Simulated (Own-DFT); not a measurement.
Simulation results for HfO₂ (monoclinic hafnia, atoms displaced)

All values are calculated (Own-DFT development build). A calculation, not a measurement: plane-wave PBE density functional theory by an unreviewed code, no spin, of a simulated periodic cell, stress positive in tension, free energy of the whole cell less one offset for each atom, hafnium file: forces about 75 meV/angstrom off all-electron values; oxygen file: force components 24 meV/angstrom off all-electron in one glass; forces on such cells passed a denser k mesh, this cell's mesh not checked; offsets are fitted by least squares, one for each functional and potential file, so energies compare only between cells with the same atoms and settings and are not formation energies; the far tail of each file's local potential was reset to the Coulomb form; each entry is a single point on an unrelaxed cell, so the pressure reflects the starting lattice, mostly measured values, from which strain is counted, and rises with the displacements; printed positions are rounded, which can move forces by about a meV/angstrom; the program is a retired in-house code; no spin-orbit coupling; before rounding, a Quantum ESPRESSO 7.3.1 run of the same cell and cutoff gave forces within 1 meV/angstrom rms on each cell, which checks the program and not the settings.

Settings shared by all entries: functional PBE; potential files PseudoDojo norm-conserving, scalar-relativistic, standard set; wave cutoff 72 hartree; occupations Fermi-Dirac; smearing width 0.1 eV; k mesh 2 x 2 x 2 centred on Gamma.

(1) HfO₂ (monoclinic hafnia, atoms displaced)

```xyz
96
Lattice="10.2340 0.0000 0.0000 0.0000 10.3500 0.0000 -1.6955 0.0000 10.4453" Properties=species:S:1:pos:R:3 HfO2
Hf     1.2208     0.2038     1.0707
Hf     3.4312     2.8104     1.5216
Hf     2.9925     4.9900     4.1396
Hf     0.8361     2.3783     3.6980
O      0.1034     1.7270     1.7928
O      4.6067     4.2980     0.8028
O      4.2171     3.4483     3.3867
O     -0.3201     0.8634     4.4324
O      1.8772     3.9575     2.5013
O      2.8012     1.3051     0.1111
O      2.3535     1.2528     2.7122
O      1.5000     3.8444     5.1088
Hf     0.4241     0.2294     6.3172
Hf     2.6224     2.7244     6.7463
Hf     2.1890     4.9628     9.3810
Hf    -0.0386     2.3924     8.9189
O     -0.7581     1.7275     7.0031
O      3.7580     4.3000     6.0038
O      3.3677     3.4499     8.6351
O     -1.1904     0.8778     9.6246
O      1.0846     3.9184     7.7510
O      1.9643     1.3524     5.3533
O      1.5017     1.2490     7.9649
O      0.6456     3.8930    10.3439
Hf     1.2443     5.4091     1.0799
Hf     3.4695     7.9836     1.5555
Hf     3.0643    10.1549     4.1591
Hf     0.8222     7.5797     3.6843
O      0.0509     6.9107     1.8224
O      4.6170     9.4775     0.8050
O      4.2036     8.6370     3.4160
O     -0.3417     6.0362     4.4129
O      1.9059     9.1219     2.5548
O      2.7781     6.4786     0.0815
O      2.3670     6.4222     2.7029
O      1.4375     9.0226     5.1183
Hf     0.3481     5.3541     6.2857
Hf     2.6161     7.9687     6.7787
Hf     2.2056    10.1038     9.3722
Hf    -0.0588     7.5630     8.9194
O     -0.7805     6.9016     7.0313
O      3.7234     9.4790     5.9978
O      3.3366     8.6359     8.5958
O     -1.2155     6.0240     9.6503
O      1.0595     9.0792     7.7099
O      1.9450     6.5210     5.3167
O      1.5435     6.4659     7.9356
O      0.6349     9.0054    10.3583
Hf     6.3428     0.2362     1.0936
Hf     8.5717     2.7707     1.5049
Hf     8.1389     4.9559     4.1450
Hf     5.9219     2.3842     3.7073
O      5.2273     1.7183     1.8365
O      9.7359     4.2870     0.8289
O      9.2597     3.4701     3.4325
O      4.8171     0.8535     4.4034
O      7.0296     3.9493     2.4635
O      7.9188     1.3781     0.0945
O      7.5079     1.2073     2.7265
O      6.6236     3.7999     5.1343
Hf     5.4973     0.2090     6.2994
Hf     7.7152     2.7731     6.7412
Hf     7.2730     4.9814     9.3727
Hf     5.1038     2.4068     8.9678
O      4.3526     1.6938     7.0644
O      8.8937     4.2818     6.0118
O      8.4097     3.4684     8.6392
O      3.9343     0.8794     9.6635
O      6.1620     3.9124     7.7509
O      7.0811     1.3155     5.3267
O      6.6825     1.2405     7.9370
O      5.7321     3.8876    10.3126
Hf     6.3433     5.3841     1.0837
Hf     8.5566     8.0097     1.5508
Hf     8.1316    10.1449     4.1354
Hf     5.9163     7.5644     3.6715
O      5.1782     6.8927     1.7859
O      9.7197     9.4914     0.8166
O      9.2642     8.6482     3.3879
O      4.7728     6.0446     4.4206
O      6.9876     9.0968     2.5222
O      7.9615     6.5437     0.1517
O      7.5193     6.3781     2.7242
O      6.5855     8.9964     5.1039
Hf     5.5506     5.4080     6.3204
Hf     7.7046     7.9876     6.7602
Hf     7.3156    10.1539     9.3708
Hf     5.1090     7.5213     8.8730
O      4.3634     6.9158     7.0385
O      8.8753     9.4824     6.0318
O      8.4657     8.6336     8.6416
O      3.9048     6.0613     9.6661
O      6.1720     9.0798     7.7018
O      7.0949     6.5254     5.3016
O      6.6298     6.4301     7.9515
O      5.7430     9.0232    10.3398
```

* free energy of cell above offsets: -98.035 eV
* pressure: 4.07 GPa
* stress xx: -3.95 GPa
* stress yy: -3.82 GPa
* stress zz: -4.44 GPa
* stress yz: -0.18 GPa
* stress xz: -0.12 GPa
* stress xy: 0.06 GPa

Force:
```tsv
element	x (eV/Å)	y (eV/Å)	z (eV/Å)
Hf	0.367	0.021	0.442
Hf	0.365	-0.181	0.112
Hf	0.852	-0.298	0.318
Hf	-1.007	0.207	-0.027
O	-0.556	0.247	0.027
O	0.497	0.045	0.224
O	-0.343	0.266	0.303
O	-0.245	0.106	-0.343
O	0.141	-0.51	0.051
O	0.096	0.56	0.111
O	0.5	0.177	0.328
O	-0.624	-0.315	-0.077
Hf	-0.913	-0.845	-0.147
Hf	0.386	1.936	0.586
Hf	0.013	0.211	-0.977
Hf	-0.145	0.395	-0.075
O	-0.282	0.38	0.323
O	0.732	0.062	0.399
O	0.252	-0.112	0.328
O	-0.309	-0.226	0.085
O	-0.48	-0.079	-0.365
O	0.298	-0.421	-0.431
O	0.454	-0.152	-0.044
O	-0.618	-1.028	-0.071
Hf	-0.791	0.011	0.11
Hf	-0.448	-0.313	-0.597
Hf	-0.795	-0.358	-0.541
Hf	-0.621	-0.256	0.388
O	0.214	0.031	-0.213
O	0.398	0.154	0.152
O	0.071	0.038	0.063
O	-0.175	0.005	-0.056
O	-0.111	-0.105	-0.546
O	0.38	0.727	0.48
O	0.221	0.479	0.048
O	0.16	0.191	-0.084
Hf	0.644	0.717	0.427
Hf	-0.957	-0.48	-0.84
Hf	-0.201	0.509	-0.132
Hf	0.421	-0.696	-0.176
O	-0.259	-0.173	-0.02
O	1.083	0.561	0.338
O	0.963	-0.104	0.642
O	-0.07	0.324	-0.288
O	-0.414	0.407	0.362
O	0.216	-0.113	-0.037
O	-0.078	-0.488	0.234
O	-0.262	-0.064	-0.143
Hf	0.207	-0.587	-0.053
Hf	0.419	1.052	0.748
Hf	0.252	0.274	-0.629
Hf	0.495	0.283	-0.413
O	-0.857	0.342	-0.425
O	0.178	0.105	-0.222
O	1.221	-1.105	-0.193
O	-0.727	-0.252	0.15
O	-0.491	-0.816	0.27
O	0.158	-0.381	0.154
O	0.076	0.664	-0.276
O	-0.611	0.426	-0.05
Hf	0.361	-0.21	0.339
Hf	0.24	0.086	0.234
Hf	0.684	-0.189	0.37
Hf	-0.377	-0.151	-0.882
O	-0.071	-0.111	-0.311
O	0.202	0.068	0.457
O	1.039	-0.549	0.086
O	-0.456	-0.211	-0.142
O	-0.334	0.318	-0.585
O	-0.13	0.016	0.235
O	-0.242	0.022	0.109
O	-0.283	-0.253	0.343
Hf	0.514	0.268	0.274
Hf	-0.121	-0.709	-0.354
Hf	0.482	-0.214	0.464
Hf	0.647	-0.647	0.384
O	-0.139	0.183	0.2
O	0.549	0.46	-0.153
O	0.959	-0.213	0.619
O	-0.16	-0.057	0.01
O	-0.418	0.021	-0.349
O	-0.481	-0.488	-0.689
O	-0.535	0.85	-0.163
O	-0.374	0.22	0.106
Hf	-1.059	-0.725	-0.694
Hf	0.952	0.131	-0.858
Hf	-0.311	-0.381	-0.326
Hf	-0.552	0.773	1.524
O	0.009	-0.373	-0.412
O	0.365	0.196	0.198
O	-0.062	0.167	0.252
O	0.263	0.17	-0.384
O	-0.449	0.278	0.208
O	-0.267	-0.18	0.71
O	0.414	-0.187	-0.213
O	-0.199	0.166	-0.321
```

(2) HfO₂ (monoclinic hafnia, atoms displaced)

```xyz
96
Lattice="10.2340 0.0000 0.0000 0.0000 10.3500 0.0000 -1.6955 0.0000 10.4453" Properties=species:S:1:pos:R:3 HfO2
Hf     1.2469     0.2157     1.0855
Hf     3.4354     2.7860     1.5054
Hf     3.0100     5.0018     4.0986
Hf     0.8079     2.4151     3.7172
O      0.0437     1.7779     1.7995
O      4.6481     4.2912     0.8175
O      4.1790     3.4778     3.3864
O     -0.3542     0.8571     4.4333
O      1.9140     3.9284     2.5048
O      2.7992     1.3401     0.1167
O      2.3860     1.2451     2.7073
O      1.4586     3.8217     5.1203
Hf     0.3648     0.2208     6.3183
Hf     2.6061     2.8127     6.7460
Hf     2.1780     4.9541     9.3549
Hf    -0.0242     2.3801     8.9232
O     -0.7460     1.7028     7.0609
O      3.7379     4.3004     6.0216
O      3.3634     3.4417     8.6165
O     -1.1860     0.8818     9.6687
O      1.0928     3.9309     7.7196
O      1.9607     1.3364     5.3271
O      1.5323     1.2807     7.9152
O      0.6091     3.8482    10.3286
Hf     1.2804     5.3891     1.0847
Hf     3.4358     7.9838     1.5386
Hf     3.0391    10.1295     4.1111
Hf     0.8207     7.5750     3.7051
O      0.1039     6.8883     1.8101
O      4.5838     9.4917     0.7965
O      4.1961     8.6541     3.4056
O     -0.3314     6.0795     4.4275
O      1.8811     9.1195     2.5580
O      2.7668     6.5345     0.1115
O      2.3805     6.4640     2.7239
O      1.5056     8.9987     5.1254
Hf     0.3984     5.3793     6.3092
Hf     2.6030     7.9702     6.7538
Hf     2.1903    10.1434     9.3737
Hf    -0.0403     7.5221     8.9078
O     -0.7450     6.9036     7.0302
O      3.7607     9.4866     6.0288
O      3.3601     8.6079     8.5897
O     -1.1984     6.0336     9.6611
O      1.0227     9.1252     7.6938
O      1.9464     6.4831     5.2977
O      1.5119     6.4047     7.9207
O      0.5914     9.0119    10.3612
Hf     6.3446     0.1800     1.0941
Hf     8.5697     2.7799     1.5385
Hf     8.1735     4.9748     4.1421
Hf     5.9408     2.3714     3.6600
O      5.1856     1.7066     1.7854
O      9.7094     4.3047     0.8124
O      9.3178     3.4473     3.4461
O      4.7904     0.8800     4.4115
O      7.0174     3.9616     2.4914
O      7.9121     1.3208     0.1379
O      7.4840     1.2395     2.7141
O      6.5711     3.8652     5.1569
Hf     5.5202     0.2146     6.2997
Hf     7.7272     2.7849     6.7412
Hf     7.3295     4.9840     9.3818
Hf     5.0523     2.3705     8.9395
O      4.3595     1.6668     7.0567
O      8.8478     4.2860     6.0145
O      8.4244     3.4997     8.6190
O      3.9438     0.8823     9.6589
O      6.1599     3.8783     7.6856
O      7.0778     1.3415     5.3321
O      6.6565     1.3040     7.9201
O      5.7273     3.8331    10.3305
Hf     6.3438     5.3745     1.0777
Hf     8.5836     8.0082     1.5482
Hf     8.1640    10.1159     4.1549
Hf     5.9062     7.5455     3.6996
O      5.1620     6.8730     1.8207
O      9.7078     9.4693     0.7915
O      9.3010     8.6232     3.3912
O      4.8174     6.0223     4.3757
O      6.9854     9.0778     2.5100
O      7.9214     6.4544     0.1000
O      7.4990     6.4287     2.7232
O      6.6084     9.0280     5.1262
Hf     5.5128     5.3731     6.3237
Hf     7.7045     7.9716     6.7720
Hf     7.2995    10.1424     9.3685
Hf     5.0456     7.5551     8.9518
O      4.3543     6.8974     7.0394
O      8.8694     9.4939     6.0336
O      8.4351     8.6304     8.6564
O      3.9302     6.0812     9.6408
O      6.1553     9.1012     7.7198
O      7.0787     6.5035     5.3152
O      6.6318     6.4467     7.9365
O      5.7356     9.0405    10.3865
```

- free energy of cell above offsets: -98.032 eV
- pressure: 4.06 GPa
- stress xx: -4.12 GPa
- stress yy: -3.87 GPa
- stress zz: -4.21 GPa
- stress yz: 0.1 GPa
- stress xz: -0.05 GPa
- stress xy: -0.04 GPa

Force:
```tsv
element	x (eV/Å)	y (eV/Å)	z (eV/Å)
Hf	-0.717	0.225	0.37
Hf	0.812	0.218	0.76
Hf	0.981	-0.699	0.698
Hf	0.011	-0.93	-0.085
O	1.006	-0.959	-0.032
O	-0.613	-0.043	-0.606
O	0.457	-0.332	0.104
O	0.024	0.204	-0.35
O	-0.488	0.186	-0.181
O	0.176	-0.215	-0.373
O	-0.185	0.268	-0.179
O	-0.242	0.462	-0.181
Hf	0.655	-0.002	-0.373
Hf	0.668	-0.809	-0.531
Hf	0.796	-0.015	-0.028
Hf	-0.717	-0.027	-0.358
O	-0.661	0.53	0.014
O	0.582	0.605	-0.145
O	-0.376	0.619	0.569
O	-0.298	-0.076	-0.226
O	-0.66	0.02	0.255
O	-0.06	-0.011	-0.052
O	0.189	-0.341	0.95
O	0.179	0.069	-0.066
Hf	-1.396	0.022	0.329
Hf	0.275	-0.14	0.027
Hf	0.009	0.675	1.055
Hf	-0.178	-0.209	0.061
O	-0.337	0.23	-0.138
O	0.296	-0.024	-0.027
O	0.31	-0.328	-0.092
O	-0.553	-0.517	0.055
O	-0.146	-0.07	-0.788
O	0.67	-0.315	-0.22
O	0.246	-0.163	-0.144
O	-0.479	-0.022	-0.181
Hf	-0.471	-0.088	-0.365
Hf	0.41	0.219	-0.683
Hf	0.114	0.016	-0.721
Hf	-0.39	0.628	0.116
O	-0.569	0.094	-0.038
O	0.355	-0.044	-0.077
O	-0.675	0.879	0.907
O	0.258	0.283	-0.281
O	0.169	-0.484	0.811
O	0.304	0.216	0.501
O	0.356	0.138	0.451
O	0.052	0.181	-0.292
Hf	0.379	0.525	0.32
Hf	-0.428	0.58	-0.468
Hf	-0.702	0.138	-0.106
Hf	-0.37	0.542	0.687
O	-0.385	0.246	0.04
O	0.889	0.373	0.192
O	0.034	0.024	0.046
O	-0.441	-0.206	-0.237
O	-0.049	-0.606	0.359
O	0.19	-0.079	-0.186
O	0.151	-0.071	0.199
O	-0.05	-0.474	-1.039
Hf	-0.208	0.117	0.139
Hf	-0.679	0.191	0.041
Hf	-1.112	-0.399	-0.253
Hf	1.247	0.315	-0.485
O	-0.933	0.601	-0.155
O	1.479	0.811	0.19
O	1.572	-0.924	0.178
O	-1.206	-0.956	-0.038
O	-0.423	0.683	0.337
O	0.232	-0.072	-0.288
O	0.272	-0.928	0.756
O	-0.159	-0.029	-0.07
Hf	0.772	0.272	0.429
Hf	-0.406	-1.41	-0.375
Hf	-0.454	0.502	-0.14
Hf	0.802	-0.113	0.024
O	-0.397	0.366	-0.307
O	1.133	0.726	0.235
O	0.466	0.089	0.412
O	-1.103	-0.446	0.316
O	-0.008	0.174	-0.02
O	0.083	1.04	0.415
O	-0.026	0.261	-0.033
O	-0.348	-0.39	-0.176
Hf	0.019	-0.316	-0.188
Hf	-0.114	-0.156	-0.443
Hf	-0.309	0.471	-0.351
Hf	1.214	-0.008	-0.566
O	-0.512	0.043	-0.267
O	0.363	-0.146	0.245
O	0.719	-0.37	0.039
O	-1.328	-0.909	0.033
O	-0.094	0.194	0.303
O	0.14	0.319	0.493
O	0.265	-0.193	0.202
O	-0.33	-0.525	-0.664
```
